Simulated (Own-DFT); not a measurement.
# Computed records: GaP (zincblende, atoms displaced)

Computed with Own-DFT development build. A calculation, not a measurement: plane-wave PBE density functional theory by an unreviewed code, no spin, of a simulated periodic cell, stress positive in tension, free energy of the whole cell less one offset for each atom, forces on such cells passed a denser k mesh, this cell's mesh not checked; offsets are fitted by least squares, one for each functional and potential file, so energies compare only between cells with the same atoms and settings and are not formation energies; the far tail of each file's local potential was reset to the Coulomb form; each entry is a single point on an unrelaxed cell, so the pressure reflects the starting lattice, mostly measured values (interpolated for alloys), from which strain is counted, and rises with the displacements; printed positions are rounded, which can move forces by about a meV/angstrom; the program, named Own-DFT, is a retired in-house code; no spin-orbit coupling.

Settings shared by all entries: functional PBE; potential files PseudoDojo norm-conserving, scalar-relativistic, standard set; wave cutoff 42 hartree; occupations Fermi-Dirac; smearing width 0.1 eV; hardware one NVIDIA H100; k mesh 3 x 3 x 3 centred on Gamma.

(1) GaP (zincblende, atoms displaced)

```
CELL_PARAMETERS angstrom
10.90100 0.00000 0.00000
0.00000 10.90100 0.00000
0.00000 0.00000 10.90100
ATOMIC_POSITIONS crystal
Ga 0.00525 0.01459 0.00423
Ga 0.98959 0.25355 0.25673
Ga 0.26390 0.99454 0.25023
Ga 0.27590 0.24832 0.99910
P 0.15565 0.12033 0.12173
P 0.11352 0.40010 0.33658
P 0.34814 0.12304 0.36976
P 0.40483 0.37425 0.13565
Ga 0.02097 0.99547 0.50555
Ga 0.00719 0.25680 0.76806
Ga 0.24810 0.00088 0.74233
Ga 0.27383 0.25632 0.47198
P 0.13106 0.09514 0.60928
P 0.12401 0.37514 0.87415
P 0.38542 0.12312 0.88188
P 0.36406 0.36371 0.63911
Ga 0.01873 0.50228 0.99442
Ga 0.98308 0.75351 0.25587
Ga 0.26321 0.48338 0.25257
Ga 0.23094 0.73272 0.99588
P 0.11299 0.61436 0.13430
P 0.12718 0.87136 0.37380
P 0.35904 0.63188 0.37692
P 0.38769 0.84590 0.12558
Ga 0.98317 0.50046 0.48256
Ga 0.99131 0.75166 0.76118
Ga 0.24131 0.48195 0.76596
Ga 0.22281 0.76977 0.52745
P 0.13124 0.60899 0.60237
P 0.11189 0.85701 0.87948
P 0.36821 0.63729 0.87886
P 0.35907 0.85010 0.60039
Ga 0.53158 0.99465 0.01196
Ga 0.46259 0.26271 0.24748
Ga 0.76573 0.00336 0.24834
Ga 0.76086 0.24278 0.00649
P 0.62880 0.14987 0.12865
P 0.62084 0.36111 0.36632
P 0.85590 0.11983 0.36543
P 0.83787 0.36006 0.14490
Ga 0.50089 0.00131 0.48983
Ga 0.48581 0.26397 0.76964
Ga 0.75474 0.99974 0.73414
Ga 0.75753 0.25774 0.50734
P 0.63873 0.09859 0.62707
P 0.60421 0.37250 0.88588
P 0.89280 0.12185 0.88310
P 0.87586 0.38762 0.61148
Ga 0.48696 0.50321 0.99657
Ga 0.51257 0.75269 0.25730
Ga 0.74232 0.49114 0.25853
Ga 0.73733 0.76455 0.99327
P 0.64901 0.61013 0.12547
P 0.64733 0.88834 0.38103
P 0.89646 0.62674 0.39455
P 0.86022 0.88266 0.09118
Ga 0.49108 0.51937 0.47939
Ga 0.49391 0.74329 0.77885
Ga 0.74651 0.48849 0.75916
Ga 0.72407 0.73078 0.49606
P 0.61476 0.63852 0.63224
P 0.61923 0.87967 0.89279
P 0.86537 0.60295 0.89178
P 0.87832 0.89303 0.63464
```

* free energy of cell above offsets: -8.815 eV
* pressure: 8.64 GPa
* stress xx: -8.1 GPa
* stress yy: -9.22 GPa
* stress zz: -8.6 GPa
* stress yz: 0.57 GPa
* stress xz: -2 GPa
* stress xy: -0.3 GPa
* wall time: 582.6 s

Force:
```
element  x (eV/Å)  y (eV/Å)  z (eV/Å)
     Ga     2.053    -1.679     0.841
     Ga     0.033    -1.215    -1.093
     Ga    -0.977    -2.969    -1.931
     Ga    -1.029     0.698     0.647
      P    -2.114      0.63     0.298
      P    -1.466    -2.764     3.423
      P     5.008     -1.87    -1.001
      P    -5.929     7.012    -7.825
     Ga    -4.979    -2.387    -3.412
     Ga    -1.102    -1.677    -3.034
     Ga         1     -1.58     1.296
     Ga    -4.014     3.646     3.918
      P     2.667     6.472     2.994
      P     0.636    -1.338     3.017
      P      0.02    -2.147    -0.636
      P     0.404     0.988    -2.057
     Ga    -2.194    -0.498     1.034
     Ga     0.626     0.757    -1.486
     Ga     1.742      2.65    -1.661
     Ga    -0.111     0.923     1.745
      P      1.31     0.744     0.505
      P    -0.621     0.202    -1.372
      P    -0.248     0.939     -0.74
      P    -1.097     2.209     -0.76
     Ga     5.304     -4.04     3.183
     Ga    -1.242     -1.87    -1.705
     Ga     1.743     3.027     -2.94
     Ga    -4.921    -4.064    -4.276
      P    -1.297    -0.952     2.677
      P     1.559     2.594     0.458
      P    -1.736    -3.536     0.732
      P     7.842      5.23     5.221
     Ga    -3.278     2.777     3.053
     Ga     5.754    -8.197     7.253
     Ga     -2.31      -1.6    -3.243
     Ga    -0.669    -0.084    -2.114
      P    -1.391    -2.508      1.16
      P    -1.242     0.634     1.967
      P     4.157     2.328     3.568
      P     4.094     0.638    -0.923
     Ga    -0.606    -0.411     0.534
     Ga     0.542    -2.019    -1.773
     Ga     0.917    -0.827     4.599
     Ga    -1.484    -1.692    -0.784
      P     -3.62     4.646    -2.048
      P     2.837     0.371    -0.049
      P    -2.479      1.42    -1.711
      P     0.187    -1.277     2.499
     Ga     1.431     1.453     0.619
     Ga     0.914    -1.318     0.474
     Ga     0.623     1.185      1.51
     Ga     0.851     -4.21     0.658
      P    -2.394     2.099    -0.728
      P    -1.501     -1.01    -1.008
      P    -6.569     4.843    -4.016
      P     2.289     0.913     3.559
     Ga     1.013    -1.717     1.649
     Ga     1.432     2.319    -2.896
     Ga    -0.862     0.516    -0.643
     Ga     2.674     1.564    -0.237
      P    -0.718    -2.281     1.357
      P     0.743    -0.879    -5.472
      P     0.171      1.79    -0.983
      P      1.62    -3.599    -1.892
```

(2) GaP (zincblende, atoms displaced)

```
CELL_PARAMETERS angstrom
10.90100 0.00000 0.00000
0.00000 10.90100 0.00000
0.00000 0.00000 10.90100
ATOMIC_POSITIONS crystal
Ga 0.01590 0.98671 0.00162
Ga 0.02196 0.25451 0.24932
Ga 0.23601 0.98922 0.25658
Ga 0.25481 0.23788 0.03280
P 0.13265 0.11906 0.15298
P 0.11947 0.37648 0.37825
P 0.36721 0.14600 0.38215
P 0.37907 0.37140 0.11817
Ga 0.00885 0.97958 0.50540
Ga 0.00742 0.25129 0.73905
Ga 0.28062 0.99085 0.76593
Ga 0.23643 0.23960 0.48411
P 0.14676 0.13058 0.61987
P 0.13276 0.36087 0.88718
P 0.36454 0.12300 0.87294
P 0.38362 0.38158 0.63646
Ga 0.00245 0.51331 0.98141
Ga 0.98961 0.73004 0.22845
Ga 0.24804 0.52153 0.24666
Ga 0.26140 0.75095 0.00964
P 0.10352 0.63338 0.10342
P 0.12427 0.86987 0.38130
P 0.37181 0.61875 0.36336
P 0.39142 0.88364 0.13837
Ga 0.00015 0.50102 0.50436
Ga 0.01378 0.76586 0.74941
Ga 0.26761 0.48594 0.75825
Ga 0.24437 0.74163 0.51100
P 0.11419 0.64812 0.60889
P 0.11224 0.88840 0.89144
P 0.38204 0.64256 0.87131
P 0.38241 0.89248 0.63793
Ga 0.47520 0.00944 0.98818
Ga 0.50864 0.25152 0.21548
Ga 0.74640 0.97597 0.23377
Ga 0.73203 0.25420 0.99661
P 0.61681 0.12181 0.13614
P 0.62761 0.38063 0.36876
P 0.87788 0.11217 0.35994
P 0.89317 0.35537 0.10819
Ga 0.52589 0.02238 0.51910
Ga 0.49564 0.25508 0.74715
Ga 0.74680 0.00995 0.78517
Ga 0.74235 0.25556 0.47531
P 0.62919 0.13495 0.65336
P 0.61447 0.36205 0.86973
P 0.86280 0.13068 0.86652
P 0.87260 0.38406 0.64212
Ga 0.50364 0.51424 0.99661
Ga 0.49450 0.75185 0.25523
Ga 0.74763 0.49098 0.25079
Ga 0.74354 0.76474 0.00188
P 0.61318 0.61202 0.11897
P 0.63390 0.88384 0.38845
P 0.88987 0.63445 0.38009
P 0.86133 0.88903 0.14901
Ga 0.50666 0.48000 0.49510
Ga 0.50940 0.73903 0.77212
Ga 0.74746 0.48644 0.75730
Ga 0.72880 0.74640 0.50697
P 0.63099 0.62780 0.63280
P 0.64024 0.85208 0.86678
P 0.87701 0.62153 0.88270
P 0.87205 0.87395 0.64212
```

- free energy of cell above offsets: -14.096 eV
- pressure: 7.82 GPa
- stress xx: -8.13 GPa
- stress yy: -7.7 GPa
- stress zz: -7.62 GPa
- stress yz: -1.65 GPa
- stress xz: 1.58 GPa
- stress xy: 1.97 GPa
- wall time: 546 s

Force:
```
element  x (eV/Å)  y (eV/Å)  z (eV/Å)
     Ga    -5.416     5.583     5.068
     Ga    -2.946     -0.24     0.424
     Ga     2.681    -0.435     1.657
     Ga    -0.754    -0.332    -1.946
      P    -0.849    -0.431    -3.111
      P      0.99     1.793      0.01
      P     3.576    -2.657    -2.501
      P     -0.29     2.742      0.07
     Ga    -1.389     1.909     0.897
     Ga     0.141    -0.483     0.381
     Ga    -4.535    -0.235    -0.573
     Ga    -0.151     2.761     1.138
      P    -2.043     -2.16      2.04
      P     0.125     0.658    -0.349
      P       0.6     4.047     1.305
      P     -0.53     -0.91    -2.641
     Ga     0.428    -3.838     0.521
     Ga     -0.79     2.558     2.258
     Ga     -1.94     -2.24    -1.516
     Ga    -0.513     1.128     0.099
      P     3.857    -0.622     0.553
      P     0.321    -1.898     -1.29
      P      1.26     1.175     2.888
      P    -2.071     0.163    -0.935
     Ga    -0.662    -0.163     0.308
     Ga    -1.285    -0.856     0.761
     Ga    -1.869     1.665     0.984
     Ga     3.444     2.571    -2.307
      P    -0.932    -3.445     3.318
      P     5.981     -4.54    -4.824
      P    -3.077    -2.968     2.038
      P      1.93    -3.367      -2.4
     Ga     2.932    -1.468     1.603
     Ga    -2.212     1.986     4.326
     Ga    -7.481     7.365     6.925
     Ga     1.605    -1.151     0.977
      P     2.303        -3    -3.233
      P     -1.32    -1.281    -1.149
      P    -0.006     0.695     0.946
      P    -1.066     1.574     0.544
     Ga    -2.058    -0.449    -1.073
     Ga    -1.009    -1.097     0.474
     Ga    -1.377    -2.844    -3.291
     Ga     2.097    -1.698     2.033
      P      1.47     0.112    -1.492
      P    -0.047     2.458     1.193
      P      3.75     2.252     3.115
      P     1.096    -1.252    -2.851
     Ga    -1.919    -2.574    -2.126
     Ga     1.574    -0.485     0.553
     Ga     2.349     1.226    -1.316
     Ga     2.134    -2.488     2.636
      P     2.733     2.717     2.607
      P    -1.636    -0.189    -0.836
      P    -2.509    -1.023    -0.004
      P      8.76    -7.119    -8.007
     Ga    -0.755     2.174     1.085
     Ga     0.777     1.819    -4.181
     Ga    -0.507     1.788     0.927
     Ga     3.099     0.712    -0.324
      P    -1.593    -2.265     0.314
      P    -1.723     3.588     0.182
      P    -1.929     2.145    -2.007
      P    -0.825      0.84    -0.871
```

(3) GaP (zincblende, atoms displaced)

```
CELL_PARAMETERS angstrom
10.90100 0.00000 0.00000
0.00000 10.90100 0.00000
0.00000 0.00000 10.90100
ATOMIC_POSITIONS crystal
Ga 0.98990 0.95366 0.99293
Ga 0.98735 0.21870 0.24978
Ga 0.28047 0.00628 0.23132
Ga 0.25028 0.23658 0.02787
P 0.11395 0.12967 0.11459
P 0.12396 0.39340 0.36699
P 0.37939 0.10738 0.36193
P 0.38132 0.38622 0.13368
Ga 0.02992 0.01251 0.50606
Ga 0.99407 0.24761 0.75373
Ga 0.25261 0.98197 0.74911
Ga 0.22918 0.25003 0.51283
P 0.12293 0.10682 0.61806
P 0.11238 0.38380 0.87106
P 0.36876 0.13345 0.87842
P 0.38076 0.38184 0.61364
Ga 0.99661 0.51673 0.00033
Ga 0.03730 0.75100 0.24419
Ga 0.26043 0.50689 0.26859
Ga 0.25099 0.74800 0.00022
P 0.14788 0.63846 0.13298
P 0.15297 0.88082 0.38356
P 0.37568 0.63013 0.38915
P 0.39218 0.89999 0.12434
Ga 0.02041 0.49852 0.49001
Ga 0.99986 0.74858 0.75376
Ga 0.23879 0.49345 0.75280
Ga 0.25100 0.73568 0.50491
P 0.13800 0.64060 0.62439
P 0.10994 0.85596 0.89805
P 0.39821 0.62765 0.87366
P 0.37175 0.85966 0.63320
Ga 0.49412 0.00691 0.98895
Ga 0.49913 0.24373 0.24478
Ga 0.75757 0.01084 0.26187
Ga 0.75810 0.25749 0.96493
P 0.63048 0.12590 0.13700
P 0.59516 0.36405 0.40702
P 0.88146 0.11475 0.38135
P 0.87799 0.38453 0.11489
Ga 0.50816 0.98503 0.49378
Ga 0.50174 0.24921 0.75354
Ga 0.76515 0.99465 0.73250
Ga 0.75310 0.27053 0.53131
P 0.63217 0.11699 0.60973
P 0.62251 0.36924 0.90324
P 0.88286 0.10714 0.89293
P 0.86809 0.37572 0.62322
Ga 0.51864 0.49384 0.01401
Ga 0.48370 0.76166 0.24658
Ga 0.75269 0.49851 0.25572
Ga 0.74453 0.74511 0.00649
P 0.61884 0.62090 0.12283
P 0.61532 0.87379 0.38518
P 0.86024 0.63162 0.39608
P 0.89116 0.87448 0.12047
Ga 0.50794 0.52014 0.47944
Ga 0.49688 0.73041 0.73406
Ga 0.75433 0.49548 0.76277
Ga 0.76424 0.76380 0.51517
P 0.62029 0.61449 0.62703
P 0.62463 0.87459 0.89270
P 0.89424 0.59406 0.87639
P 0.88199 0.88371 0.64174
```

* free energy of cell above offsets: -13.438 eV
* pressure: 8.05 GPa
* stress xx: -8.31 GPa
* stress yy: -7.74 GPa
* stress zz: -8.1 GPa
* stress yz: -1.88 GPa
* stress xz: 1.44 GPa
* stress xy: 1.3 GPa
* wall time: 565.5 s

Force:
```
element  x (eV/Å)  y (eV/Å)  z (eV/Å)
     Ga     0.185     6.658     -0.55
     Ga     0.714     3.081    -1.138
     Ga    -4.975     0.843     1.041
     Ga     1.241     2.831    -1.962
      P    -0.431    -3.118     0.987
      P     0.288    -4.096    -0.873
      P      0.59     2.766     3.139
      P    -0.789    -0.913     0.062
     Ga    -5.418    -5.699    -5.996
     Ga    -0.046    -0.661     0.111
     Ga    -0.675     0.771      1.32
     Ga     2.022     0.841    -1.489
      P     4.226     5.335     7.194
      P     0.701    -1.285     1.307
      P     -0.56    -0.595    -0.641
      P    -0.859    -0.383     0.929
     Ga     4.697    -3.178     5.021
     Ga    -2.883     2.196     2.563
     Ga     0.422     0.059    -1.466
     Ga     2.965     0.418    -0.379
      P      0.15    -3.511    -0.913
      P    -0.653    -0.112    -1.222
      P    -0.093      1.34    -2.498
      P    -0.249    -3.926    -2.486
     Ga    -2.651     2.593      2.32
     Ga    -0.093    -1.058    -0.047
     Ga     1.887     0.748    -0.536
     Ga     1.008     2.937    -1.047
      P    -2.907    -2.803     2.129
      P     4.449    -1.362    -4.715
      P    -2.509     -1.76     1.666
      P     0.868     0.898     -1.22
     Ga     1.905     0.948     0.117
     Ga    -0.042     0.486     1.171
     Ga    -1.136    -1.823    -1.094
     Ga     2.657    -2.672      3.92
      P     0.648     0.291    -1.994
      P     2.879    -1.725    -2.702
      P    -0.295     0.726     2.696
      P    -0.221    -1.317       1.1
     Ga    -2.934     2.265     2.018
     Ga     0.093     0.374    -0.823
     Ga    -3.767     2.911     3.975
     Ga    -3.807    -3.618    -4.298
      P    -0.424     0.211     1.832
      P    -1.551     0.904    -4.722
      P    -0.248     0.709    -2.379
      P      4.71     3.093     3.021
     Ga     -2.86     0.663    -0.682
     Ga     1.291    -1.015     0.525
     Ga    -0.755    -0.178      0.51
     Ga     1.138    -0.114    -0.293
      P     1.238     1.722     2.799
      P     3.439    -2.423     -2.42
      P     2.437     -1.16    -1.934
      P    -4.333    -3.326     5.697
     Ga     0.049    -0.463       2.4
     Ga     0.856     1.907     1.319
     Ga    -1.463    -0.569    -0.526
     Ga    -1.869    -0.083     0.222
      P      2.43     0.292    -0.123
      P     0.375     -0.14    -2.661
      P    -4.475     5.744    -4.211
      P     3.416    -2.474     -3.07
```

(4) GaP (zincblende, atoms displaced)

```
CELL_PARAMETERS angstrom
10.90100 0.00000 0.00000
0.00000 10.90100 0.00000
0.00000 0.00000 10.90100
ATOMIC_POSITIONS crystal
Ga 0.99436 0.02840 0.01143
Ga 0.01224 0.26018 0.23549
Ga 0.25090 0.98748 0.24514
Ga 0.24964 0.22525 0.01190
P 0.12240 0.09650 0.13009
P 0.09521 0.36568 0.39769
P 0.37575 0.11701 0.39005
P 0.38015 0.36665 0.11281
Ga 0.04711 0.00559 0.47793
Ga 0.97512 0.26281 0.74696
Ga 0.24049 0.01264 0.78115
Ga 0.26370 0.28554 0.49825
P 0.11067 0.14315 0.62056
P 0.15496 0.37120 0.87681
P 0.35810 0.10032 0.90474
P 0.37463 0.38778 0.63684
Ga 0.99327 0.52669 0.97974
Ga 0.99818 0.76540 0.23368
Ga 0.25224 0.47966 0.23425
Ga 0.26007 0.75044 0.01901
P 0.09538 0.64682 0.11736
P 0.13224 0.88328 0.36399
P 0.38802 0.61428 0.39258
P 0.40117 0.87436 0.13624
Ga 0.99257 0.48538 0.49446
Ga 0.00111 0.76222 0.75686
Ga 0.26733 0.52260 0.75551
Ga 0.26033 0.76010 0.51257
P 0.11142 0.61993 0.59137
P 0.11385 0.87859 0.86312
P 0.38664 0.63712 0.89193
P 0.38065 0.87976 0.62422
Ga 0.50077 0.99837 0.00552
Ga 0.49183 0.25347 0.24696
Ga 0.72526 0.98473 0.24123
Ga 0.74905 0.24938 0.99173
P 0.61141 0.12301 0.15355
P 0.62093 0.36904 0.38378
P 0.88515 0.11690 0.37990
P 0.87379 0.36931 0.14293
Ga 0.50159 0.98740 0.49543
Ga 0.51703 0.24777 0.75427
Ga 0.75148 0.00488 0.74319
Ga 0.73131 0.24723 0.48474
P 0.63269 0.14181 0.62855
P 0.63497 0.36402 0.86951
P 0.88085 0.12982 0.89040
P 0.88860 0.40141 0.62358
Ga 0.52465 0.48098 0.02446
Ga 0.48081 0.76818 0.24284
Ga 0.75644 0.50307 0.26613
Ga 0.76806 0.76373 0.00341
P 0.64292 0.63176 0.11222
P 0.62682 0.86138 0.36860
P 0.85977 0.61270 0.37884
P 0.87413 0.85951 0.11940
Ga 0.50242 0.49052 0.51644
Ga 0.50693 0.74238 0.76384
Ga 0.75266 0.49225 0.74281
Ga 0.75825 0.74723 0.49722
P 0.64192 0.64113 0.64900
P 0.64237 0.86465 0.86741
P 0.89377 0.63011 0.86728
P 0.89770 0.87501 0.60884
```

* free energy of cell above offsets: -12.299 eV
* pressure: 7.88 GPa
* stress xx: -7.59 GPa
* stress yy: -7.71 GPa
* stress zz: -8.34 GPa
* stress yz: 0.33 GPa
* stress xz: -1.92 GPa
* stress xy: 1.41 GPa
* wall time: 543.9 s

Force:
```
element  x (eV/Å)  y (eV/Å)  z (eV/Å)
     Ga     -1.17    -4.418    -1.638
     Ga    -0.107    -2.264      1.57
     Ga     2.366      0.92     0.325
     Ga    -1.299     1.912     0.227
      P     2.097     3.619     2.082
      P     4.536     -2.53    -4.247
      P     -1.03     1.619    -1.409
      P    -0.815    -0.734     0.424
     Ga    -3.577     2.334     2.904
     Ga     2.184    -0.475     0.666
     Ga    -1.449    -0.723     -4.44
     Ga    -1.139    -2.343     0.161
      P     1.993     0.156     1.188
      P    -2.048      0.45    -0.016
      P     3.496     1.755    -1.122
      P     1.032    -1.091     1.261
     Ga      3.24    -4.916     3.387
     Ga     -0.04    -0.316     4.348
     Ga    -1.314     1.914     1.867
     Ga    -1.061     0.695    -0.713
      P     3.919    -2.712    -0.607
      P     0.996    -4.576    -0.902
      P     -1.17     1.058    -2.114
      P    -6.597     5.426    -6.085
     Ga    -0.601     4.954    -1.126
     Ga    -0.485    -1.567    -3.178
     Ga    -1.661     0.086     -0.12
     Ga    -1.026    -1.609    -1.449
      P     1.987     1.844     2.964
      P     1.486     0.861     3.577
      P    -0.124    -1.539     0.545
      P     0.053     0.328     2.578
     Ga      2.35    -0.339    -0.225
     Ga    -0.632    -0.028     2.367
     Ga     3.179     0.155     0.917
     Ga     0.299    -0.408     2.849
      P     0.748     0.382    -3.724
      P    -1.535     2.115    -2.044
      P    -1.084     0.248    -1.211
      P    -0.988     1.523     -2.73
     Ga       1.2     0.566     0.312
     Ga    -2.959    -0.158     0.043
     Ga     1.287    -0.557    -0.228
     Ga     3.784    -1.291     0.835
      P    -0.392    -2.543     -0.51
      P    -0.359     1.847     0.866
      P    -1.674     0.538    -2.685
      P    -3.694    -3.391     1.989
     Ga     0.345     1.492    -1.953
     Ga     5.636    -8.403     7.055
     Ga    -2.636    -2.052    -2.709
     Ga    -2.161    -3.452    -3.788
      P    -0.816    -0.557     1.838
      P     -0.67    -0.266     1.224
      P     3.499     2.509     1.218
      P     0.559     5.933     1.669
     Ga     1.741     1.292    -0.023
     Ga     -0.74     1.303    -0.794
     Ga     0.302     1.379     1.054
     Ga     -0.15     0.621     0.984
      P    -0.692    -1.424    -1.977
      P     -0.71      1.97     0.929
      P     -4.89     1.839    -2.563
      P    -0.824     1.041      0.11
```
